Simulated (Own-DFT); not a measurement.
Simulation results for Si3N4 (beta silicon nitride, atoms displaced)

All values are calculated (Own-DFT development build). A calculation, not a measurement: plane-wave PBE density functional theory by an unreviewed code, no spin, of a simulated periodic cell, stress positive in tension, free energy of the whole cell less one offset for each atom, some atoms lie very close together; forces on such cells moved up to 12 meV/angstrom on a denser k mesh; offsets are fitted by least squares, one for each functional and potential file, so energies compare only between cells with the same atoms and settings and are not formation energies; the far tail of each file's local potential was reset to the Coulomb form; each entry is a single point on an unrelaxed cell, so the pressure reflects the starting lattice, mostly measured values (interpolated for alloys), from which strain is counted, and rises with the displacements; printed positions are rounded, which can move forces by about a meV/angstrom; the program, named Own-DFT, is a retired in-house code; no spin-orbit coupling; before rounding, a Quantum ESPRESSO 7.3.1 run of the same cell and cutoff gave forces within 1 meV/angstrom rms on each cell, which checks the program and not the settings.

Common to all runs: functional PBE; potential files PseudoDojo norm-conserving, scalar-relativistic, standard set; wave cutoff 42 hartree; occupations Fermi-Dirac; smearing width 0.1 eV; k mesh 2 x 2 x 4 centred on Gamma.

```json
{"entry": 1, "formula": "Si3N4", "kind": "beta silicon nitride, atoms displaced", "structure": {"cell_angstrom": [[15.212, 0.0, 0.0], [-7.606, 13.174, 0.0], [0.0, 0.0, 5.818]], "atoms_fractional": [["Si", 0.09428, 0.37097, 0.14294], ["Si", 0.12392, 0.21232, 0.08616], ["Si", 0.31401, 0.42721, 0.11543], ["Si", 0.4005, 0.11581, 0.35706], ["Si", 0.38058, 0.30407, 0.37353], ["Si", 0.193, 0.09233, 0.36141], ["N", 0.18794, 0.01498, 0.07336], ["N", 0.48298, 0.15188, 0.1312], ["N", 0.35267, 0.33782, 0.11528], ["N", 0.32413, 0.49057, 0.40775], ["N", 0.02111, 0.35814, 0.37932], ["N", 0.15093, 0.16303, 0.36128], ["N", 0.17447, 0.32945, 0.13362], ["N", 0.32302, 0.14563, 0.39338], ["Si", 0.10098, 0.39419, 0.61126], ["Si", 0.11612, 0.19246, 0.61794], ["Si", 0.29378, 0.41221, 0.62912], ["Si", 0.39706, 0.11785, 0.8389], ["Si", 0.37782, 0.2831, 0.85937], ["Si", 0.19821, 0.07553, 0.85205], ["N", 0.13939, 0.00897, 0.58599], ["N", 0.48716, 0.15715, 0.65767], ["N", 0.34623, 0.33136, 0.62317], ["N", 0.30191, 0.49047, 0.86195], ["N", 0.00801, 0.33382, 0.92949], ["N", 0.14788, 0.14812, 0.86831], ["N", 0.16007, 0.34315, 0.62865], ["N", 0.31126, 0.14414, 0.94122], ["Si", 0.09467, 0.89163, 0.16348], ["Si", 0.11905, 0.69913, 0.09182], ["Si", 0.28514, 0.91344, 0.13365], ["Si", 0.43299, 0.63579, 0.36896], ["Si", 0.37104, 0.78854, 0.30679], ["Si", 0.17868, 0.57916, 0.37138], ["N", 0.15416, 0.52771, 0.09624], ["N", 0.49105, 0.64353, 0.14256], ["N", 0.33453, 0.81917, 0.13692], ["N", 0.34106, 0.97939, 0.34099], ["N", 0.01799, 0.8354, 0.38372], ["N", 0.15192, 0.64471, 0.36614], ["N", 0.15154, 0.8315, 0.11657], ["N", 0.32259, 0.64847, 0.34783], ["Si", 0.10011, 0.88958, 0.64343], ["Si", 0.09051, 0.68658, 0.63762], ["Si", 0.28847, 0.91091, 0.62157], ["Si", 0.43011, 0.61399, 0.86839], ["Si", 0.39269, 0.80846, 0.84744], ["Si", 0.19238, 0.56555, 0.9088], ["N", 0.15454, 0.51901, 0.60997], ["N", 0.48033, 0.64784, 0.65285], ["N", 0.34628, 0.84734, 0.63781], ["N", 0.33297, 0.98858, 0.87822], ["N", 0.02121, 0.84928, 0.90394], ["N", 0.15225, 0.65594, 0.8961], ["N", 0.18545, 0.85357, 0.64845], ["N", 0.33553, 0.6692, 0.89039], ["Si", 0.5664, 0.36619, 0.1246], ["Si", 0.60523, 0.19171, 0.14062], ["Si", 0.8043, 0.40925, 0.11317], ["Si", 0.92239, 0.12559, 0.40808], ["Si", 0.87593, 0.28428, 0.3468], ["Si", 0.70594, 0.10059, 0.36009], ["N", 0.66445, 0.01738, 0.08011], ["N", 0.98458, 0.15613, 0.14335], ["N", 0.85362, 0.32363, 0.15215], ["N", 0.81752, 0.49845, 0.38998], ["N", 0.49522, 0.32389, 0.35425], ["N", 0.65697, 0.18255, 0.32289], ["N", 0.67913, 0.32899, 0.12695], ["N", 0.83965, 0.16768, 0.38522], ["Si", 0.60635, 0.38609, 0.6219], ["Si", 0.61453, 0.19304, 0.64117], ["Si", 0.78256, 0.40189, 0.6644], ["Si", 0.89548, 0.11047, 0.82948], ["Si", 0.86725, 0.27665, 0.86485], ["Si", 0.69678, 0.08751, 0.8098], ["N", 0.66694, 0.01691, 0.62037], ["N", 0.97295, 0.15273, 0.64593], ["N", 0.86223, 0.34179, 0.63556], ["N", 0.83854, 0.46713, 0.89582], ["N", 0.50263, 0.35233, 0.85782], ["N", 0.66523, 0.17926, 0.89416], ["N", 0.65834, 0.3403, 0.63049], ["N", 0.84436, 0.18029, 0.88756], ["Si", 0.55936, 0.87553, 0.07766], ["Si", 0.62629, 0.71391, 0.1275], ["Si", 0.78361, 0.89676, 0.1276], ["Si", 0.92164, 0.6202, 0.36485], ["Si", 0.8628, 0.80371, 0.40249], ["Si", 0.6817, 0.57051, 0.38522], ["N", 0.68524, 0.52573, 0.10684], ["N", 0.9949, 0.65101, 0.09947], ["N", 0.86198, 0.85034, 0.0907], ["N", 0.85486, 0.99005, 0.35222], ["N", 0.53714, 0.87039, 0.42181], ["N", 0.65291, 0.67415, 0.3681], ["N", 0.68015, 0.84763, 0.14986], ["N", 0.82219, 0.65867, 0.39502], ["Si", 0.59723, 0.87478, 0.57356], ["Si", 0.61691, 0.70126, 0.65038], ["Si", 0.80334, 0.91202, 0.64257], ["Si", 0.90628, 0.59836, 0.827], ["Si", 0.88465, 0.79823, 0.88785], ["Si", 0.71457, 0.58354, 0.93988], ["N", 0.65104, 0.50167, 0.6131], ["N", 0.98157, 0.6665, 0.649], ["N", 0.85596, 0.82969, 0.6776], ["N", 0.86424, 0.99378, 0.85849], ["N", 0.52072, 0.85956, 0.88362], ["N", 0.65288, 0.6778, 0.86377], ["N", 0.66382, 0.84321, 0.55598], ["N", 0.8307, 0.66829, 0.83255]]}, "results": {"free_energy_of_cell_above_offsets [eV]": "121.473", "pressure [GPa]": 37.27, "stress_xx [GPa]": -40.88, "stress_yy [GPa]": -27.34, "stress_zz [GPa]": -43.58, "stress_yz [GPa]": 10.81, "stress_xz [GPa]": -7.4, "stress_xy [GPa]": 9.78, "force_element": ["Si", "Si", "Si", "Si", "Si", "Si", "N", "N", "N", "N", "N", "N", "N", "N", "Si", "Si", "Si", "Si", "Si", "Si", "N", "N", "N", "N", "N", "N", "N", "N", "Si", "Si", "Si", "Si", "Si", "Si", "N", "N", "N", "N", "N", "N", "N", "N", "Si", "Si", "Si", "Si", "Si", "Si", "N", "N", "N", "N", "N", "N", "N", "N", "Si", "Si", "Si", "Si", "Si", "Si", "N", "N", "N", "N", "N", "N", "N", "N", "Si", "Si", "Si", "Si", "Si", "Si", "N", "N", "N", "N", "N", "N", "N", "N", "Si", "Si", "Si", "Si", "Si", "Si", "N", "N", "N", "N", "N", "N", "N", "N", "Si", "Si", "Si", "Si", "Si", "Si", "N", "N", "N", "N", "N", "N", "N", "N"], "force_x [eV/angstrom]": [-6.564, -3.201, -4.054, 11.27, -0.609, 8.61, -3.098, -1.695, -0.013, 3.412, -0.326, -6.673, 3.224, -10.8, -13.94, -3.416, -2.066, 2.771, -1.874, -3.345, 1.386, 1.741, -1.634, 5.53, 0.572, -4.504, 14.41, 3.982, -5.051, -2.393, -0.609, -8.8, 14.88, 31.17, -7.313, 3.82, -15.4, 0.113, -2.536, -35.83, 9.843, 2.046, -5.134, 13.22, 16.79, -13.25, -2.828, 11.48, 1.324, 8.786, 5.037, 0.32, -1.395, -0.221, -17.57, 2.301, 4.078, -12.03, 0.041, -0.184, 9.587, 1.662, -0.825, 2.356, -10.63, 3.472, 3.613, 13.88, -5.884, -3.075, -32.59, -2.338, 4.771, -1.793, -2.661, 1.011, 0.574, 11.36, -3.405, -0.13, 4.654, -0.679, 29.05, 2.752, 20.77, -1.091, 18.32, -4.422, 6.526, 4.526, -3.937, -4.607, -2.649, -0.956, -31.85, 1.398, -19.23, -0.9, 1.2, -4.831, 0.297, -4.887, 12.04, -0.199, -1.424, -0.58, -9.26, -2.802, -16.03, 5.529, 29.0, 1.506], "force_y [eV/angstrom]": [0.875, -6.716, -1.188, -4.302, -3.057, -7.297, -5.086, 0.005, -0.086, 0.619, -1.375, 5.737, 5.303, 6.065, 1.491, 1.977, -0.509, -3.45, -0.208, -1.812, 3.592, 0.273, 0.2, -0.05, 1.716, 4.228, -9.092, 9.681, 0.212, 3.645, -3.546, -4.63, -10.37, -25.35, -22.76, 1.293, 10.74, 5.0, 0.45, 32.15, -3.281, 4.629, -4.41, 3.398, 13.36, -3.828, -5.102, 21.7, -1.357, 5.719, -2.867, -0.596, 0.359, 0.204, -14.97, 1.018, -0.055, 5.052, -5.382, -3.586, 1.961, -4.065, 0.213, 0.965, 7.406, -3.733, 2.853, -5.044, 0.246, -3.729, 7.904, 2.142, 0.236, 0.048, 27.31, 6.465, -5.419, 5.983, -0.624, 9.069, 0.919, -0.914, -17.82, -27.37, 13.75, 0.775, 16.29, 1.506, -3.629, 5.46, -29.56, -3.537, -0.602, -2.838, -5.724, -2.303, -12.96, 2.762, 13.45, 3.343, 1.936, -1.312, -4.84, 28.8, 5.143, 1.24, 5.401, -5.133, -9.284, -2.914, -10.92, -3.655], "force_z [eV/angstrom]": [-1.39, 2.881, 2.424, -0.837, -1.042, -1.802, 10.12, -1.353, -0.762, -5.052, 0.569, -0.573, -0.071, 2.111, 1.615, 0.575, 0.127, 5.758, 2.273, -5.413, 1.626, -5.458, 0.855, 2.385, -4.228, -1.309, 0.633, -2.755, -3.872, 7.687, -7.068, 5.664, 24.16, -1.537, 40.81, -5.693, -21.49, 8.031, 3.092, 0.019, 0.391, 0.623, 0.378, -0.166, -1.814, 13.4, 0.405, -41.89, 5.376, -13.97, -2.089, -1.533, -1.905, -8.911, 0.949, -1.288, -3.174, -17.04, 13.19, -10.54, 15.3, -3.042, 1.964, -1.607, -15.3, 0.459, 2.445, 22.4, -0.661, 0.456, -0.641, -1.302, -6.346, 12.14, 0.912, 15.68, -11.31, -3.519, -2.142, -8.055, 0.735, -3.766, 1.451, 0.272, 43.33, -1.053, -1.546, -2.392, -3.635, -1.65, 35.6, 1.213, 8.507, 2.931, -34.35, 3.434, -1.478, -1.609, 30.41, -11.29, -3.415, 10.75, 5.587, -38.45, 2.578, -8.004, -12.1, 1.533, -39.65, 9.897, 3.694, 2.553]}}
{"entry": 2, "formula": "Si3N4", "kind": "beta silicon nitride, atoms displaced", "structure": {"cell_angstrom": [[15.212, 0.0, 0.0], [-7.606, 13.174, 0.0], [0.0, 0.0, 5.818]], "atoms_fractional": [["Si", 0.08233, 0.36612, 0.05244], ["Si", 0.12225, 0.20203, 0.11267], ["Si", 0.31865, 0.42342, 0.09172], ["Si", 0.40575, 0.1174, 0.39007], ["Si", 0.37514, 0.26742, 0.3775], ["Si", 0.2094, 0.10083, 0.38173], ["N", 0.16112, 0.01138, 0.14673], ["N", 0.48479, 0.13429, 0.13567], ["N", 0.34578, 0.34513, 0.15548], ["N", 0.33813, 0.50528, 0.3627], ["N", 0.03411, 0.34532, 0.4006], ["N", 0.15695, 0.16311, 0.38599], ["N", 0.17559, 0.32311, 0.07171], ["N", 0.3349, 0.17258, 0.3709], ["Si", 0.08532, 0.38836, 0.67458], ["Si", 0.11846, 0.19409, 0.62143], ["Si", 0.30452, 0.41214, 0.65449], ["Si", 0.42705, 0.11321, 0.84668], ["Si", 0.37387, 0.29943, 0.95333], ["Si", 0.19922, 0.0696, 0.87846], ["N", 0.15163, 0.00862, 0.62741], ["N", 0.48428, 0.15996, 0.67831], ["N", 0.34652, 0.34007, 0.59634], ["N", 0.32498, 0.48841, 0.85846], ["N", 0.0102, 0.34639, 0.92246], ["N", 0.14225, 0.15446, 0.87602], ["N", 0.16538, 0.3463, 0.62102], ["N", 0.31498, 0.15372, 0.83132], ["Si", 0.08682, 0.89033, 0.13824], ["Si", 0.10565, 0.69368, 0.09928], ["Si", 0.28805, 0.91003, 0.11203], ["Si", 0.40664, 0.61101, 0.40626], ["Si", 0.36934, 0.79472, 0.34306], ["Si", 0.19743, 0.58036, 0.34562], ["N", 0.15579, 0.52677, 0.11624], ["N", 0.49781, 0.65731, 0.0939], ["N", 0.34392, 0.81899, 0.1137], ["N", 0.35358, 0.98568, 0.41366], ["N", 0.99482, 0.84633, 0.41844], ["N", 0.15275, 0.6567, 0.40301], ["N", 0.16811, 0.84162, 0.12436], ["N", 0.34041, 0.66985, 0.37721], ["Si", 0.0702, 0.86949, 0.58654], ["Si", 0.11273, 0.72109, 0.63891], ["Si", 0.28513, 0.90554, 0.6593], ["Si", 0.39787, 0.60358, 0.90615], ["Si", 0.37829, 0.78767, 0.88011], ["Si", 0.2029, 0.5904, 0.87059], ["N", 0.1649, 0.50446, 0.62681], ["N", 0.4822, 0.65628, 0.58154], ["N", 0.32333, 0.84142, 0.63245], ["N", 0.3298, 0.97506, 0.86992], ["N", 0.01679, 0.86501, 0.87769], ["N", 0.1412, 0.66067, 0.86495], ["N", 0.17322, 0.84862, 0.58989], ["N", 0.32381, 0.6627, 0.84166], ["Si", 0.57483, 0.37598, 0.12564], ["Si", 0.63829, 0.19375, 0.13431], ["Si", 0.78171, 0.39676, 0.11262], ["Si", 0.9419, 0.13207, 0.36382], ["Si", 0.8869, 0.30676, 0.35553], ["Si", 0.69482, 0.07804, 0.36366], ["N", 0.67274, 0.02824, 0.14185], ["N", 0.9889, 0.17286, 0.16653], ["N", 0.84565, 0.33162, 0.09603], ["N", 0.82978, 0.49261, 0.39744], ["N", 0.53624, 0.35721, 0.36652], ["N", 0.64196, 0.1779, 0.40863], ["N", 0.66914, 0.3304, 0.10242], ["N", 0.82753, 0.17579, 0.40299], ["Si", 0.58223, 0.37752, 0.59251], ["Si", 0.63486, 0.19333, 0.6143], ["Si", 0.79597, 0.41863, 0.68895], ["Si", 0.91566, 0.11096, 0.83955], ["Si", 0.89608, 0.2906, 0.88592], ["Si", 0.71864, 0.09512, 0.88261], ["N", 0.68671, 0.03509, 0.68013], ["N", 0.99382, 0.16344, 0.60309], ["N", 0.84355, 0.35099, 0.64524], ["N", 0.83646, 0.49204, 0.87595], ["N", 0.5169, 0.32684, 0.87186], ["N", 0.64788, 0.16629, 0.85617], ["N", 0.64831, 0.32023, 0.64314], ["N", 0.85139, 0.17315, 0.91296], ["Si", 0.59829, 0.88129, 0.13276], ["Si", 0.6249, 0.70061, 0.14007], ["Si", 0.78018, 0.89012, 0.093], ["Si", 0.89949, 0.60469, 0.39271], ["Si", 0.88134, 0.79945, 0.36923], ["Si", 0.695, 0.5745, 0.3791], ["N", 0.66078, 0.53009, 0.09995], ["N", 0.98446, 0.65543, 0.12252], ["N", 0.85953, 0.84201, 0.09978], ["N", 0.83042, 0.97828, 0.33524], ["N", 0.53457, 0.84639, 0.40761], ["N", 0.65433, 0.66605, 0.40818], ["N", 0.64635, 0.824, 0.19758], ["N", 0.82765, 0.65595, 0.36286], ["Si", 0.57459, 0.87309, 0.6246], ["Si", 0.61307, 0.69521, 0.64751], ["Si", 0.79266, 0.91703, 0.62757], ["Si", 0.89608, 0.59731, 0.88993], ["Si", 0.86986, 0.77986, 0.83367], ["Si", 0.71307, 0.58471, 0.91112], ["N", 0.67375, 0.50842, 0.61389], ["N", 0.97803, 0.65156, 0.63824], ["N", 0.8365, 0.81486, 0.64732], ["N", 0.83403, 0.98086, 0.89118], ["N", 0.52698, 0.85093, 0.83996], ["N", 0.65168, 0.68741, 0.88157], ["N", 0.68758, 0.8402, 0.62293], ["N", 0.83431, 0.66964, 0.85658]]}, "results": {"free_energy_of_cell_above_offsets [eV]": "115.875", "pressure [GPa]": 37.52, "stress_xx [GPa]": -27.08, "stress_yy [GPa]": -37.13, "stress_zz [GPa]": -48.36, "stress_yz [GPa]": -1.49, "stress_xz [GPa]": -3.55, "stress_xy [GPa]": -1.71, "force_element": ["Si", "Si", "Si", "Si", "Si", "Si", "N", "N", "N", "N", "N", "N", "N", "N", "Si", "Si", "Si", "Si", "Si", "Si", "N", "N", "N", "N", "N", "N", "N", "N", "Si", "Si", "Si", "Si", "Si", "Si", "N", "N", "N", "N", "N", "N", "N", "N", "Si", "Si", "Si", "Si", "Si", "Si", "N", "N", "N", "N", "N", "N", "N", "N", "Si", "Si", "Si", "Si", "Si", "Si", "N", "N", "N", "N", "N", "N", "N", "N", "Si", "Si", "Si", "Si", "Si", "Si", "N", "N", "N", "N", "N", "N", "N", "N", "Si", "Si", "Si", "Si", "Si", "Si", "N", "N", "N", "N", "N", "N", "N", "N", "Si", "Si", "Si", "Si", "Si", "Si", "N", "N", "N", "N", "N", "N", "N", "N"], "force_x [eV/angstrom]": [35.42, -2.376, -11.3, 8.317, -5.201, 3.167, 0.858, -0.518, 6.152, -0.847, -5.57, -6.15, -1.223, 3.704, 0.342, -1.132, -6.98, -16.89, 7.107, -3.944, 0.987, 14.88, 5.88, 0.7, -25.45, 0.908, 5.704, 4.092, -2.067, 1.491, 4.503, -3.13, 3.871, 2.562, 0.726, -3.807, -5.618, -2.738, -1.551, -4.874, -2.547, -4.021, 9.731, 2.766, -9.033, 3.017, 0.868, -3.707, -0.747, 9.785, 23.01, 0.266, 0.421, 0.159, -8.857, 4.364, 6.282, -8.392, 6.514, -15.78, 1.852, 3.985, -0.658, 12.01, -0.046, -0.377, -11.73, 12.31, -6.592, 0.554, 6.313, -15.82, -6.781, -0.402, -11.46, -0.654, -1.411, 1.68, 9.251, -2.049, -4.993, 6.215, 5.145, -0.697, -12.34, -4.013, 0.831, 4.012, -7.546, 0.787, -5.046, -3.062, -0.319, 1.004, -10.96, 1.153, 15.13, -3.084, 16.48, -5.135, 10.24, 4.365, 8.145, 2.28, -1.782, 0.473, -8.437, 0.288, -9.485, 7.53, -13.77, 2.501], "force_y [eV/angstrom]": [10.7, -1.249, 5.054, -4.026, 46.35, -11.8, 5.143, 1.21, -5.322, -17.67, -0.797, 4.738, 5.559, -36.65, -1.559, 4.882, -0.415, -17.9, -5.877, -1.234, 0.904, 15.53, -4.137, -1.973, -5.164, -1.56, -4.224, 4.962, -4.447, 1.443, 2.948, 8.677, -3.176, 2.716, -6.697, -3.192, 4.904, 0.451, 0.15, 3.821, -4.913, 0.823, 7.244, -5.295, 14.06, 10.05, 2.404, -2.464, 6.821, 4.761, -17.1, 6.338, -2.306, 1.356, -5.701, 0.812, 1.659, 2.578, 7.851, -14.55, -0.579, 7.933, -7.892, 9.079, 0.118, -12.44, -5.983, -10.73, -4.527, -0.347, 2.82, 13.6, -6.401, -0.829, 1.611, 7.215, -10.47, -0.974, -6.012, -11.06, 1.545, -3.311, 1.613, -4.24, 5.947, -0.278, 2.471, 9.541, -5.375, 5.04, -14.5, -2.499, -2.871, 2.153, -2.933, -1.958, -4.711, 3.235, 9.188, 3.796, 7.139, 22.6, 7.562, 10.7, -1.378, 0.495, 7.235, 3.347, -4.189, -3.728, -10.34, -10.94], "force_z [eV/angstrom]": [36.11, 2.337, 5.707, -0.238, 4.429, 1.785, 0.833, -0.231, 6.183, -3.473, -2.721, -3.242, 0.622, -2.123, -8.528, 2.265, -8.349, 32.54, -12.25, -0.361, -2.815, -33.66, 1.124, 2.334, -27.03, -0.244, 0.976, 2.477, -2.861, 5.43, 4.176, -9.187, 12.72, 8.898, -6.191, 1.004, -5.322, -2.805, -13.03, -1.738, -0.035, -1.391, 16.35, -2.581, -4.577, -1.347, -5.833, -2.786, 1.242, 13.72, -1.907, 5.528, -0.459, -1.235, -1.031, 1.364, -9.999, -3.465, 4.279, 16.08, 4.412, 16.01, -10.65, -26.19, 2.057, -1.067, -3.744, -41.83, 0.996, -1.168, 14.38, 37.02, -14.69, 3.752, -3.887, 9.86, -16.42, 6.841, -1.359, 9.793, 0.818, 9.455, -0.154, -1.011, -2.804, 3.497, 4.586, -1.318, -1.075, -0.317, 17.41, 0.851, 1.126, 3.715, -20.93, -3.506, -1.094, -0.612, 3.684, -6.939, -3.223, 0.563, 13.79, -20.46, 4.142, 0.002, -15.03, -3.831, 19.06, 4.362, 1.514, 2.121]}}
```
